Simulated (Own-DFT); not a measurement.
Simulation results for WC (WC crystal, atoms displaced), WC (WC crystal, strained, atoms displaced)

Computed with Own-DFT development build. A calculation, not a measurement: plane-wave density functional theory by an unreviewed code, no spin, of a simulated periodic cell, stress positive in tension, run twice, with PBE and with PBEsol, both on files made for PBE, so the change isn't that of files made for PBEsol, forces on such cells moved up to 12 meV/angstrom on a denser k mesh; the far tail of each file's local potential was reset to the Coulomb form; each entry is a single point on an unrelaxed cell, so the pressure reflects the starting lattice, taken from the Materials Project, from which strain is counted, and rises with the displacements; printed positions are rounded, which can move forces by about a meV/angstrom; the program, named Own-DFT, is a retired in-house code; no spin-orbit coupling; stress was not checked against mesh or cutoff.

Common to all runs: functional PBE, then PBEsol; potential files PseudoDojo norm-conserving, scalar-relativistic, standard set; wave cutoff 50 hartree; occupations cold (Marzari-Vanderbilt); smearing width 0.2 eV; k mesh 4 x 4 x 4 centred on Gamma.

(1) WC (WC crystal, atoms displaced)

```
WC
1.0
      5.8332    -5.0517    -2.8394
      0.0000    -5.0517     8.5183
     -5.8332    -5.0517    -2.8394
W C W C W C W C W C W C W C W C W C W C W C W C W C W C W C W C W C W C W C W C W C W C W C W C W C W C W C W C W C W C W C W C
1 1 1 1 1 1 1 1 1 1 1 1 1 1 1 1 1 1 1 1 1 1 1 1 1 1 1 1 1 1 1 1 1 1 1 1 1 1 1 1 1 1 1 1 1 1 1 1 1 1 1 1 1 1 1 1 1 1 1 1 1 1 1 1
Direct
  0.69112 0.86840 0.93089
  0.68540 0.94382 0.68372
  0.38866 0.74487 0.86910
  0.37191 0.83315 0.62678
  0.18435 0.37521 0.93252
  0.18130 0.45680 0.69099
  0.06809 0.62653 0.81228
  0.06756 0.71360 0.56382
  0.93603 0.87118 0.68212
  0.93421 0.96533 0.44328
  0.88259 0.24339 0.86593
  0.88225 0.32466 0.62899
  0.75062 0.50805 0.74311
  0.74619 0.57816 0.50286
  0.62088 0.74864 0.62978
  0.62414 0.82530 0.37229
  0.55691 0.11980 0.80052
  0.56192 0.21110 0.54996
  0.44239 0.37596 0.69779
  0.42884 0.45323 0.43614
  0.31167 0.62090 0.57038
  0.30913 0.71231 0.32415
  0.19236 0.87615 0.43660
  0.18949 0.96464 0.18772
  0.24718 0.99538 0.74487
  0.25836 0.08242 0.49977
  0.12414 0.25031 0.62538
  0.12124 0.33170 0.36865
  0.01051 0.49906 0.50398
  0.99000 0.58828 0.25445
  0.87286 0.75107 0.37233
  0.88613 0.83330 0.12765
  0.80977 0.13120 0.57022
  0.80743 0.20545 0.31082
  0.69190 0.36726 0.42764
  0.68400 0.46368 0.19768
  0.56007 0.62609 0.31286
  0.56143 0.71387 0.06169
  0.41848 0.87445 0.18595
  0.44630 0.95117 0.93781
  0.49415 0.00140 0.49878
  0.49560 0.08916 0.23572
  0.38970 0.25263 0.37695
  0.36563 0.32803 0.13594
  0.23881 0.51048 0.25831
  0.25407 0.59566 0.00143
  0.13230 0.75584 0.12382
  0.13318 0.83314 0.87370
  0.07045 0.13214 0.31339
  0.06089 0.20894 0.06590
  0.93748 0.37308 0.17926
  0.93176 0.46454 0.93410
  0.81546 0.62766 0.05445
  0.80565 0.70418 0.81127
  0.75181 0.99794 0.24982
  0.75543 0.07912 0.99912
  0.62257 0.23901 0.13001
  0.61993 0.32859 0.86882
  0.48391 0.50289 0.99953
  0.49733 0.58811 0.75041
  0.31399 0.12651 0.06558
  0.31829 0.19829 0.82008
  0.00727 0.99436 0.00225
  0.00582 0.08036 0.75022
```

* PBE pressure: 6.75 GPa
* PBE stress xx: -6 GPa
* PBE stress yy: -6.22 GPa
* PBE stress zz: -8.03 GPa
* PBE stress yz: 0 GPa
* PBE stress xz: 0.23 GPa
* PBE stress xy: -0.47 GPa
* PBEsol pressure: -1.31 GPa
* PBEsol stress xx: 1.9 GPa
* PBEsol stress yy: 1.67 GPa
* PBEsol stress zz: 0.37 GPa
* PBEsol stress yz: 0 GPa
* PBEsol stress xz: 0.23 GPa
* PBEsol stress xy: -0.45 GPa
* rms change of force components from PBE to PBEsol: 0.024 eV/Å

Force:
```tsv
force element	PBE force x (eV/Å)	PBE force y (eV/Å)	PBE force z (eV/Å)	PBEsol force x (eV/Å)	PBEsol force y (eV/Å)	PBEsol force z (eV/Å)
W	-1.414	-2.084	1.424	-1.393	-2.024	1.399
C	-0.078	-1.397	2.09	-0.089	-1.378	2.058
W	-3.878	-0.336	3.307	-3.838	-0.324	3.263
C	0.751	0.101	-0.086	0.74	0.098	-0.083
W	-0.951	-1.401	-0.972	-0.928	-1.38	-0.96
C	0.815	-0.753	-0.486	0.8	-0.744	-0.476
W	-0.94	0.479	0.545	-0.919	0.489	0.534
C	-0.217	1.004	-0.503	-0.215	0.986	-0.5
W	-0.339	-1.372	0.306	-0.332	-1.362	0.301
C	0.997	0.453	-0.383	0.981	0.452	-0.381
W	-3.555	-1.196	1	-3.481	-1.182	0.984
C	0.168	-0.025	2.456	0.175	-0.026	2.411
W	-1.159	1.185	-3.832	-1.147	1.16	-3.771
C	1.183	-0.073	0.752	1.166	-0.077	0.749
W	2.632	1.619	0.718	2.582	1.589	0.693
C	-0.476	-0.602	1.494	-0.472	-0.596	1.469
W	-0.409	-2.643	-1.375	-0.399	-2.607	-1.348
C	-1.007	-1.454	-1.836	-0.988	-1.437	-1.82
W	0.708	2.728	0.984	0.69	2.701	0.978
C	0.342	-1.829	0.623	0.339	-1.806	0.618
W	1.333	0.506	1.471	1.311	0.503	1.467
C	0.942	0.813	-0.358	0.93	0.808	-0.347
W	-1.835	0.226	0.789	-1.799	0.204	0.773
C	-0.686	0.372	-0.065	-0.668	0.371	-0.067
W	-0.025	-1.989	-0.269	-0.005	-1.967	-0.264
C	-0.684	0.438	1.115	-0.674	0.435	1.094
W	1.263	-0.391	-1.373	1.219	-0.378	-1.346
C	-0.202	-1.538	0.309	-0.203	-1.517	0.31
W	-1.49	2.343	1.887	-1.459	2.3	1.858
C	1.247	-0.045	-0.629	1.237	-0.053	-0.621
W	-0.417	-0.68	-0.848	-0.412	-0.674	-0.83
C	-0.48	0.975	0.605	-0.469	0.959	0.595
W	2.024	2.728	-2.298	2.004	2.686	-2.26
C	0.926	-0.653	-0.627	0.909	-0.639	-0.614
W	-1.922	-2.515	2.001	-1.914	-2.46	1.968
C	1.653	1.755	0.122	1.626	1.723	0.118
W	-0.098	0.308	-0.629	-0.096	0.302	-0.619
C	-0.153	0.309	-1.318	-0.143	0.322	-1.299
W	3.845	-3.717	-1.896	3.783	-3.665	-1.873
C	-0.221	0.54	1.318	-0.213	0.54	1.298
W	2.032	-0.161	-1.785	1.979	-0.166	-1.758
C	-1.166	-0.69	-3.283	-1.152	-0.686	-3.235
W	-2.824	3.568	1.646	-2.777	3.547	1.615
C	1.636	-0.367	1.659	1.617	-0.359	1.628
W	2.444	1.193	-2.387	2.415	1.165	-2.366
C	-0.735	1.353	-1.163	-0.715	1.333	-1.144
W	-1.662	1.493	-0.867	-1.641	1.459	-0.851
C	-0.144	0.584	0.106	-0.143	0.578	0.105
W	-1.399	2.033	-1.276	-1.368	2.017	-1.259
C	1.003	0.402	-0.141	0.992	0.39	-0.139
W	-1.409	-0.831	0.902	-1.396	-0.839	0.874
C	0.77	0.167	-1.179	0.773	0.157	-1.164
W	-2.471	-0.39	-1.28	-2.439	-0.388	-1.255
C	1.226	-0.973	0.222	1.202	-0.956	0.222
W	-0.203	0.374	-0.015	-0.188	0.362	-0.003
C	0.042	0.561	0.062	0.037	0.55	0.053
W	2.86	-0.568	4.216	2.787	-0.574	4.139
C	-0.112	-1.526	-0.604	-0.111	-1.483	-0.591
W	1.585	-2.052	-3.494	1.577	-2.012	-3.41
C	0.531	0.501	-2.151	0.519	0.489	-2.126
W	0.389	1.616	0.618	0.371	1.589	0.598
C	0.08	0.567	2.068	0.081	0.557	2.043
W	-0.417	0.409	2.473	-0.407	0.399	2.442
C	-0.252	0.548	0.119	-0.248	0.54	0.124
```

(2) WC (WC crystal, atoms displaced)

```
WC
1.0
      5.8332    -5.0517    -2.8394
      0.0000    -5.0517     8.5183
     -5.8332    -5.0517    -2.8394
W C W C W C W C W C W C W C W C W C W C W C W C W C W C W C W C W C W C W C W C W C W C W C W C W C W C W C W C W C W C W C W C
1 1 1 1 1 1 1 1 1 1 1 1 1 1 1 1 1 1 1 1 1 1 1 1 1 1 1 1 1 1 1 1 1 1 1 1 1 1 1 1 1 1 1 1 1 1 1 1 1 1 1 1 1 1 1 1 1 1 1 1 1 1 1 1
Direct
  0.68353 0.87642 0.93308
  0.68697 0.95393 0.68625
  0.37732 0.75489 0.87415
  0.37527 0.83389 0.61766
  0.18827 0.37625 0.93013
  0.18639 0.46147 0.67785
  0.05489 0.62226 0.81202
  0.06341 0.71463 0.56365
  0.94312 0.87211 0.69036
  0.93617 0.96371 0.43104
  0.88212 0.25355 0.87405
  0.86561 0.32654 0.62142
  0.74584 0.50878 0.74510
  0.73771 0.59350 0.50792
  0.63264 0.74244 0.62743
  0.62392 0.83976 0.36859
  0.56598 0.12130 0.81017
  0.56220 0.20769 0.55939
  0.43886 0.37260 0.69225
  0.42943 0.45346 0.43903
  0.30858 0.62608 0.55126
  0.32111 0.70593 0.31275
  0.19458 0.88838 0.43769
  0.19396 0.96283 0.19868
  0.23822 0.99304 0.75111
  0.24992 0.08115 0.49747
  0.12174 0.25575 0.62135
  0.11933 0.32217 0.38376
  0.99452 0.50622 0.50556
  0.00679 0.58074 0.24644
  0.89011 0.75645 0.36470
  0.88373 0.82915 0.12716
  0.81916 0.12059 0.56339
  0.82021 0.20935 0.30848
  0.68694 0.37927 0.43941
  0.68890 0.45490 0.18602
  0.56908 0.62868 0.31352
  0.56208 0.71076 0.05719
  0.43220 0.87479 0.18350
  0.43307 0.95783 0.93085
  0.50424 0.99366 0.50090
  0.50366 0.08670 0.24842
  0.36977 0.24845 0.37612
  0.36867 0.32621 0.12321
  0.24338 0.50775 0.25287
  0.24224 0.58643 0.00259
  0.12557 0.75212 0.13416
  0.13426 0.83092 0.86933
  0.05730 0.12923 0.31743
  0.06643 0.20608 0.06605
  0.94137 0.37713 0.19178
  0.93535 0.45964 0.93862
  0.81151 0.62376 0.05863
  0.80802 0.70550 0.80984
  0.75583 0.99664 0.25288
  0.74081 0.08094 0.00294
  0.61465 0.25578 0.12999
  0.62908 0.33232 0.87162
  0.50315 0.49418 0.00831
  0.49562 0.58568 0.75054
  0.30469 0.11679 0.06234
  0.31190 0.21346 0.82334
  0.00771 0.99382 0.99244
  0.99812 0.07487 0.75101
```

- PBE pressure: 6.23 GPa
- PBE stress xx: -5.38 GPa
- PBE stress yy: -5.82 GPa
- PBE stress zz: -7.5 GPa
- PBE stress yz: 0.16 GPa
- PBE stress xz: 0 GPa
- PBE stress xy: -0.19 GPa
- PBEsol pressure: -1.83 GPa
- PBEsol stress xx: 2.51 GPa
- PBEsol stress yy: 2.07 GPa
- PBEsol stress zz: 0.9 GPa
- PBEsol stress yz: 0.16 GPa
- PBEsol stress xz: 0 GPa
- PBEsol stress xy: -0.19 GPa
- rms change of force components from PBE to PBEsol: 0.022 eV/Å

Force:
```tsv
force element	PBE force x (eV/Å)	PBE force y (eV/Å)	PBE force z (eV/Å)	PBEsol force x (eV/Å)	PBEsol force y (eV/Å)	PBEsol force z (eV/Å)
W	0.018	-1.077	-1.407	0.019	-1.048	-1.388
C	0.31	-0.361	0.023	0.299	-0.362	0.024
W	-0.186	1.848	-1.876	-0.185	1.81	-1.834
C	-0.394	-0.402	-0.832	-0.394	-0.397	-0.813
W	-1.765	-1.224	-0.418	-1.75	-1.2	-0.417
C	-0.778	-0.443	-0.407	-0.772	-0.424	-0.401
W	1.478	-1.729	0.124	1.461	-1.693	0.135
C	0.634	0.477	-0.556	0.623	0.475	-0.553
W	-0.417	1.69	1.277	-0.41	1.646	1.265
C	-0.14	-0.838	-1.607	-0.133	-0.828	-1.581
W	-1.719	1.568	-0.772	-1.684	1.558	-0.759
C	0.42	-1.845	0.685	0.426	-1.825	0.674
W	-1.031	0.81	-4.347	-1.005	0.791	-4.273
C	3.296	0.943	-2.023	3.245	0.933	-2.009
W	-1.759	0.344	5.309	-1.757	0.336	5.238
C	0.205	0.005	-1.634	0.202	0.007	-1.607
W	-0.976	-0.266	1.302	-0.961	-0.266	1.281
C	-0.108	-0.29	-0.369	-0.111	-0.292	-0.366
W	0.565	0.528	1.231	0.557	0.53	1.223
C	0.61	-0.761	0.417	0.595	-0.754	0.412
W	-1.298	-2.42	-1.244	-1.278	-2.386	-1.234
C	-0.339	0.201	1.134	-0.334	0.205	1.117
W	-1.023	2.777	-3.056	-1.014	2.755	-3.024
C	0.253	1.835	0.405	0.255	1.81	0.397
W	3.376	-2.854	1.736	3.319	-2.806	1.685
C	-0.627	-1.427	0.765	-0.616	-1.393	0.762
W	-1.094	-0.368	-2.68	-1.084	-0.348	-2.638
C	1.107	-1.009	2.823	1.084	-0.994	2.781
W	1.286	1.202	-0.557	1.286	1.176	-0.563
C	-1.555	-0.078	0.974	-1.525	-0.089	0.963
W	-4.137	0.746	-1.327	-4.081	0.734	-1.296
C	0.341	0.879	1.743	0.333	0.857	1.718
W	-1.446	0.906	1.727	-1.419	0.89	1.708
C	-1.738	0.537	0.523	-1.719	0.517	0.512
W	-0.097	1.011	-0.792	-0.093	0.991	-0.782
C	-0.389	-1.02	0.534	-0.384	-1	0.53
W	-0.227	1.389	0.293	-0.239	1.379	0.294
C	-0.323	-0.147	-0.722	-0.318	-0.145	-0.71
W	1.029	-1.88	-0.712	1.006	-1.856	-0.702
C	-0.112	-0.568	-0.27	-0.115	-0.556	-0.276
W	0.129	-0.551	2.237	0.126	-0.535	2.215
C	-0.744	0.539	-0.655	-0.743	0.538	-0.647
W	0.765	-0.58	-0.199	0.754	-0.571	-0.196
C	-0.446	-0.7	0.864	-0.428	-0.694	0.848
W	1.957	0.868	-3.125	1.921	0.85	-3.068
C	0.934	-0.267	-0.486	0.908	-0.265	-0.481
W	2.558	0.993	0.273	2.514	0.983	0.257
C	-1.849	0.643	-0.57	-1.824	0.634	-0.548
W	2.156	0.736	-1.09	2.128	0.708	-1.089
C	-0.037	0.752	0.864	-0.03	0.744	0.853
W	0.151	1.409	0.108	0.147	1.395	0.108
C	0.333	0.302	-0.265	0.333	0.295	-0.26
W	-0.588	-0.88	0.039	-0.575	-0.87	0.036
C	-0.003	-1.508	0.144	0	-1.479	0.137
W	0.315	1.275	2.878	0.307	1.246	2.83
C	1.081	-0.834	0.107	1.068	-0.809	0.105
W	2.67	0.393	-2.989	2.639	0.384	-2.941
C	-0.525	-0.307	-0.148	-0.527	-0.301	-0.145
W	0.284	1.247	3.282	0.291	1.233	3.23
C	-0.049	0.1	-0.391	-0.028	0.087	-0.388
W	1.475	-2.501	1.634	1.458	-2.475	1.618
C	1.351	1.657	-0.561	1.331	1.627	-0.548
W	-3.368	-0.79	1.286	-3.3	-0.787	1.267
C	0.2	-0.688	1.342	0.198	-0.674	1.316
```

(3) WC (WC crystal, strained, atoms displaced)

```
WC
1.0
      5.7749    -5.0502    -2.9229
     -0.1385    -5.0159     8.4229
     -5.7409    -5.1008    -2.7631
W C W C W C W C W C W C W C W C W C W C W C W C W C W C W C W C W C W C W C W C W C W C W C W C W C W C W C W C W C W C W C W C
1 1 1 1 1 1 1 1 1 1 1 1 1 1 1 1 1 1 1 1 1 1 1 1 1 1 1 1 1 1 1 1 1 1 1 1 1 1 1 1 1 1 1 1 1 1 1 1 1 1 1 1 1 1 1 1 1 1 1 1 1 1 1 1
Direct
  0.68582 0.87879 0.94341
  0.68822 0.96113 0.68080
  0.36651 0.74997 0.87012
  0.37386 0.84024 0.62000
  0.18763 0.37127 0.93711
  0.18154 0.46180 0.68206
  0.05977 0.62117 0.81402
  0.05813 0.71192 0.56348
  0.93668 0.88002 0.68162
  0.93534 0.95857 0.43271
  0.88297 0.25362 0.87441
  0.87032 0.33596 0.62572
  0.75457 0.51283 0.75240
  0.74409 0.58050 0.50097
  0.62473 0.75267 0.61642
  0.62833 0.83018 0.38605
  0.56133 0.12000 0.80897
  0.56021 0.20109 0.56481
  0.44784 0.37960 0.68471
  0.43869 0.45722 0.43563
  0.31764 0.61703 0.56055
  0.32059 0.71644 0.30923
  0.19038 0.88023 0.45366
  0.19252 0.94905 0.18950
  0.23970 0.00102 0.74170
  0.23729 0.08867 0.49683
  0.12308 0.24986 0.62154
  0.11632 0.34050 0.37070
  0.00584 0.49810 0.49017
  0.99647 0.57227 0.25307
  0.88123 0.74002 0.37003
  0.87527 0.84037 0.13747
  0.82228 0.12687 0.55736
  0.81934 0.20362 0.31527
  0.69053 0.37169 0.42592
  0.69849 0.45706 0.17678
  0.56311 0.61851 0.31048
  0.56304 0.71556 0.05388
  0.43733 0.87744 0.19382
  0.43792 0.95515 0.94336
  0.50807 0.99354 0.49594
  0.50686 0.08550 0.25505
  0.37170 0.25200 0.36774
  0.37640 0.33357 0.12764
  0.24988 0.49256 0.25359
  0.25135 0.56281 0.00873
  0.11723 0.74148 0.12829
  0.12180 0.83999 0.86958
  0.06851 0.11719 0.31027
  0.07022 0.21226 0.07560
  0.93141 0.36571 0.18787
  0.94463 0.45974 0.93403
  0.81170 0.63355 0.04746
  0.80700 0.70865 0.82098
  0.75787 0.00633 0.24485
  0.75319 0.08902 0.01494
  0.62585 0.25758 0.12880
  0.62652 0.33739 0.87164
  0.50964 0.49756 0.99640
  0.49883 0.58919 0.75185
  0.30724 0.12399 0.06645
  0.30843 0.20999 0.80654
  0.99082 0.99596 0.99597
  0.00610 0.07790 0.75360
```

* PBE pressure: 15.44 GPa
* PBE stress xx: -18.41 GPa
* PBE stress yy: -9.09 GPa
* PBE stress zz: -18.84 GPa
* PBE stress yz: 2.62 GPa
* PBE stress xz: -9.47 GPa
* PBE stress xy: 1.07 GPa
* PBEsol pressure: 7.14 GPa
* PBEsol stress xx: -10.24 GPa
* PBEsol stress yy: -1.01 GPa
* PBEsol stress zz: -10.18 GPa
* PBEsol stress yz: 2.62 GPa
* PBEsol stress xz: -9.45 GPa
* PBEsol stress xy: 1.08 GPa
* rms change of force components from PBE to PBEsol: 0.024 eV/Å

Force:
```tsv
force element	PBE force x (eV/Å)	PBE force y (eV/Å)	PBE force z (eV/Å)	PBEsol force x (eV/Å)	PBEsol force y (eV/Å)	PBEsol force z (eV/Å)
W	1.192	0.851	0.993	1.182	0.832	0.968
C	-0.424	-0.499	-0.659	-0.413	-0.486	-0.642
W	0.097	-1.523	-0.995	0.111	-1.508	-0.983
C	-0.591	-0.078	-2.217	-0.578	-0.074	-2.19
W	0.963	-0.081	0.132	0.929	-0.07	0.135
C	0.203	-0.288	-1.581	0.202	-0.282	-1.559
W	1.97	-1.363	1.564	1.928	-1.34	1.541
C	0.498	0.054	-1.076	0.494	0.052	-1.058
W	-1.43	0.881	-2.06	-1.392	0.851	-2.032
C	0.094	-0.349	-0.812	0.094	-0.359	-0.796
W	-1.252	1.47	-0.04	-1.234	1.436	-0.039
C	0.96	-0.136	-0.122	0.964	-0.136	-0.127
W	0.476	3.557	-2.791	0.445	3.505	-2.763
C	1.112	-0.014	0.164	1.107	-0.007	0.171
W	-1.89	-1.508	-2.039	-1.868	-1.486	-2.017
C	2.451	1.675	1.064	2.412	1.656	1.051
W	-0.605	-1.48	1.192	-0.587	-1.455	1.182
C	1.053	-0.211	1.126	1.046	-0.213	1.108
W	-1.41	1.734	-1.306	-1.398	1.717	-1.283
C	0.276	0.183	-0.609	0.275	0.18	-0.601
W	-0.701	-0.954	3.388	-0.687	-0.95	3.339
C	-1.824	1.276	-1.815	-1.804	1.253	-1.794
W	2.844	4.495	-0.168	2.803	4.435	-0.149
C	-0.752	0.242	0.944	-0.746	0.232	0.934
W	0.749	-3.862	-1.715	0.742	-3.779	-1.69
C	0.976	-0.948	-1.003	0.947	-0.924	-0.988
W	-0.018	-0.911	0.676	-0.031	-0.882	0.654
C	0.302	0.465	-2.818	0.302	0.456	-2.779
W	-3.86	-0.89	-0.059	-3.806	-0.868	-0.062
C	1.45	0.333	1.434	1.435	0.316	1.415
W	-2.401	-1.253	2.4	-2.376	-1.243	2.374
C	1.267	2.055	-0.652	1.263	2.033	-0.645
W	-2.632	0.524	0.047	-2.592	0.533	0.038
C	-0.104	0.42	0.849	-0.101	0.417	0.84
W	-2.757	-1.82	-0.479	-2.707	-1.789	-0.463
C	-1.343	-0.113	1.012	-1.335	-0.103	0.994
W	0.861	-1	2.018	0.834	-1.003	1.988
C	-1.446	0.478	-1.227	-1.417	0.471	-1.209
W	1.727	0.744	-0.271	1.711	0.735	-0.26
C	0.092	0.661	0.968	0.094	0.646	0.949
W	-1.486	-1.256	3.089	-1.472	-1.233	3.032
C	-0.16	0.976	0.656	-0.158	0.963	0.65
W	-0.951	-1.43	-2.721	-0.928	-1.403	-2.674
C	0.569	0.764	0.115	0.552	0.752	0.114
W	1.363	-0.935	2.599	1.335	-0.916	2.555
C	0.92	-0.803	3.304	0.905	-0.786	3.261
W	2.342	-1.719	0.911	2.303	-1.687	0.915
C	-0.815	0.735	-1.769	-0.803	0.731	-1.745
W	-0.901	-0.435	1.916	-0.907	-0.432	1.907
C	0.745	2.463	0.108	0.737	2.429	0.11
W	2.471	-2.296	2.105	2.438	-2.275	2.075
C	-1.234	0.737	-0.453	-1.211	0.735	-0.447
W	-3.474	-2.075	-4.353	-3.428	-2.041	-4.305
C	2.624	0.321	2.551	2.589	0.321	2.514
W	-3.347	0.42	-2.448	-3.305	0.407	-2.42
C	1.831	1.993	1.498	1.813	1.964	1.472
W	1.202	2.457	-1.87	1.19	2.395	-1.856
C	0.447	-0.011	-0.835	0.441	-0.023	-0.816
W	-1.887	0.422	1.91	-1.855	0.414	1.876
C	0.456	0.426	-0.373	0.456	0.424	-0.371
W	2.259	-0.238	-0.547	2.209	-0.252	-0.534
C	0.163	-0.595	-0.79	0.16	-0.584	-0.78
W	1.198	-3.423	-0.464	1.172	-3.383	-0.457
C	-0.507	0.687	2.404	-0.483	0.684	2.372
```

(4) WC (WC crystal, strained, atoms displaced)

```
WC
1.0
      5.7347    -4.9734    -2.7589
      0.1543    -4.8732     8.4153
     -5.8491    -4.9834    -2.9761
W C W C W C W C W C W C W C W C W C W C W C W C W C W C W C W C W C W C W C W C W C W C W C W C W C W C W C W C W C W C W C W C
1 1 1 1 1 1 1 1 1 1 1 1 1 1 1 1 1 1 1 1 1 1 1 1 1 1 1 1 1 1 1 1 1 1 1 1 1 1 1 1 1 1 1 1 1 1 1 1 1 1 1 1 1 1 1 1 1 1 1 1 1 1 1 1
Direct
  0.70375 0.87363 0.93888
  0.68398 0.96370 0.69061
  0.36766 0.75545 0.88402
  0.37161 0.82837 0.63562
  0.19866 0.37776 0.94413
  0.19143 0.45445 0.68917
  0.06128 0.62564 0.81104
  0.06922 0.70298 0.54739
  0.93562 0.87777 0.69888
  0.93539 0.96397 0.43361
  0.87890 0.24403 0.87427
  0.87867 0.33904 0.62153
  0.75997 0.50156 0.75861
  0.73888 0.58001 0.49760
  0.63713 0.73996 0.61983
  0.61650 0.83499 0.37284
  0.55909 0.11784 0.80327
  0.55474 0.20640 0.55689
  0.44676 0.36565 0.69225
  0.44521 0.45623 0.42656
  0.32770 0.62862 0.55986
  0.31304 0.70419 0.32985
  0.17817 0.87522 0.42926
  0.17940 0.96648 0.19275
  0.24091 0.00332 0.74360
  0.24864 0.08764 0.49904
  0.12596 0.24883 0.62980
  0.12386 0.33259 0.36375
  0.00118 0.50147 0.50021
  0.99825 0.58948 0.25085
  0.86765 0.74798 0.38391
  0.87606 0.83246 0.13036
  0.81686 0.12209 0.55478
  0.80412 0.20460 0.30539
  0.69367 0.37629 0.44512
  0.68920 0.46062 0.18162
  0.56873 0.61927 0.31587
  0.56110 0.70123 0.06839
  0.44046 0.87830 0.18003
  0.44466 0.95456 0.93655
  0.50418 0.99700 0.49889
  0.50397 0.07477 0.25324
  0.37616 0.24064 0.36573
  0.38226 0.32962 0.12659
  0.24310 0.49774 0.24889
  0.24771 0.58148 0.00791
  0.12753 0.75144 0.12424
  0.12509 0.83933 0.86731
  0.06706 0.11846 0.30792
  0.05868 0.20890 0.07079
  0.94069 0.37256 0.18706
  0.94912 0.45329 0.94461
  0.81090 0.62519 0.07406
  0.80765 0.71617 0.81894
  0.75203 0.99992 0.24512
  0.74860 0.08046 0.99878
  0.62806 0.24481 0.12092
  0.62805 0.33418 0.86970
  0.50207 0.49842 0.99910
  0.49526 0.58156 0.75150
  0.31527 0.12333 0.06661
  0.30459 0.20958 0.80594
  0.99383 0.00333 0.00553
  0.99699 0.08298 0.74654
```

- PBE pressure: 21.56 GPa
- PBE stress xx: -18.35 GPa
- PBE stress yy: -25.64 GPa
- PBE stress zz: -20.69 GPa
- PBE stress yz: 6.81 GPa
- PBE stress xz: 12.4 GPa
- PBE stress xy: -1.46 GPa
- PBEsol pressure: 13.07 GPa
- PBEsol stress xx: -10.04 GPa
- PBEsol stress yy: -17.27 GPa
- PBEsol stress zz: -11.91 GPa
- PBEsol stress yz: 6.78 GPa
- PBEsol stress xz: 12.36 GPa
- PBEsol stress xy: -1.44 GPa
- rms change of force components from PBE to PBEsol: 0.022 eV/Å

Force:
```tsv
force element	PBE force x (eV/Å)	PBE force y (eV/Å)	PBE force z (eV/Å)	PBEsol force x (eV/Å)	PBEsol force y (eV/Å)	PBEsol force z (eV/Å)
W	-3.896	2.484	2.09	-3.846	2.433	2.079
C	1.806	0.799	-1.682	1.793	0.784	-1.659
W	2.879	1.247	-2.05	2.832	1.236	-2.026
C	1.424	-0.357	1.306	1.404	-0.346	1.287
W	-0.391	3.192	-0.016	-0.394	3.153	-0.014
C	0.34	-0.624	0.652	0.321	-0.614	0.64
W	0.402	-0.768	-0.911	0.386	-0.767	-0.907
C	-1.911	-1.733	0.519	-1.879	-1.705	0.514
W	2.853	2.563	0.038	2.804	2.529	0.04
C	-0.024	0.674	-1.528	-0.013	0.668	-1.503
W	-0.755	-0.704	2.061	-0.757	-0.709	2.03
C	-0.584	-0.016	-1.495	-0.579	-0.02	-1.475
W	-0.591	1.787	0.225	-0.574	1.782	0.227
C	1.608	-2.034	-1.741	1.593	-2.011	-1.718
W	-4.756	-1.568	3.695	-4.687	-1.543	3.65
C	0.963	-0.425	-0.966	0.96	-0.421	-0.953
W	-1.492	-2.497	0.653	-1.471	-2.479	0.651
C	1.173	-0.86	-0.998	1.158	-0.847	-0.991
W	-0.277	1.068	4.18	-0.286	1.05	4.122
C	-1.454	0.099	-0.734	-1.422	0.088	-0.719
W	-3.481	2.48	-1.531	-3.436	2.46	-1.496
C	2.313	1.446	1.687	2.276	1.436	1.662
W	-0.194	-2.676	-2.242	-0.19	-2.64	-2.209
C	2.758	1.339	-2.617	2.723	1.325	-2.587
W	0.979	-1.47	-2.636	0.969	-1.457	-2.606
C	0.334	0.6	-1.255	0.33	0.595	-1.241
W	0.966	1.091	2.054	0.943	1.08	2.004
C	-0.736	-1.14	-0.842	-0.715	-1.117	-0.82
W	0.528	0.255	-1.153	0.516	0.263	-1.136
C	-0.108	0.154	-1.004	-0.109	0.151	-0.992
W	2.7	-0.514	1.069	2.679	-0.494	1.048
C	0.343	-0.094	-0.187	0.339	-0.089	-0.181
W	-2.212	-0.867	1.336	-2.195	-0.862	1.311
C	0.432	-1.927	-0.067	0.43	-1.899	-0.069
W	0.723	3.454	-0.433	0.721	3.42	-0.417
C	-0.331	0.011	-1.534	-0.33	0.007	-1.506
W	-0.693	1.93	2.82	-0.687	1.886	2.772
C	0.406	-0.576	1.283	0.403	-0.574	1.263
W	-2.109	0.466	-2.501	-2.081	0.456	-2.461
C	-0.238	-0.119	1.076	-0.241	-0.123	1.061
W	-1.592	1.017	0.061	-1.564	0.987	0.087
C	0.452	-0.002	1.638	0.449	0.002	1.622
W	-1.398	-2.768	1.852	-1.373	-2.726	1.822
C	-0.113	0.202	0.475	-0.118	0.207	0.468
W	0.95	-2.301	-0.821	0.945	-2.264	-0.814
C	0.88	-0.157	0.916	0.865	-0.15	0.904
W	-1.345	-0.183	-0.128	-1.336	-0.184	-0.133
C	-1.341	-0.304	-1.026	-1.325	-0.294	-1.012
W	-3.208	-1.695	3.731	-3.168	-1.664	3.689
C	1.754	0.379	-0.237	1.727	0.377	-0.239
W	-1.253	0.355	0.934	-1.227	0.341	0.922
C	-0.306	0.507	1.342	-0.301	0.501	1.328
W	2.666	1.082	0.117	2.635	1.07	0.119
C	1.906	0.682	-2.622	1.896	0.674	-2.592
W	-1.594	-0.04	-1.234	-1.571	-0.038	-1.212
C	0.306	-0.126	0.794	0.308	-0.132	0.78
W	-0.443	-0.482	1.325	-0.446	-0.479	1.298
C	-0.012	-0.443	-1.318	-0.012	-0.438	-1.296
W	-0.224	-0.221	0.076	-0.223	-0.219	0.063
C	0.657	-1.226	-0.537	0.658	-1.213	-0.532
W	1.067	1.556	0.837	1.031	1.512	0.812
C	0.069	-1.452	-1.623	0.079	-1.43	-1.599
W	2.591	-0.12	-1.442	2.544	-0.103	-1.426
C	-0.163	-0.426	0.266	-0.159	-0.421	0.266
```
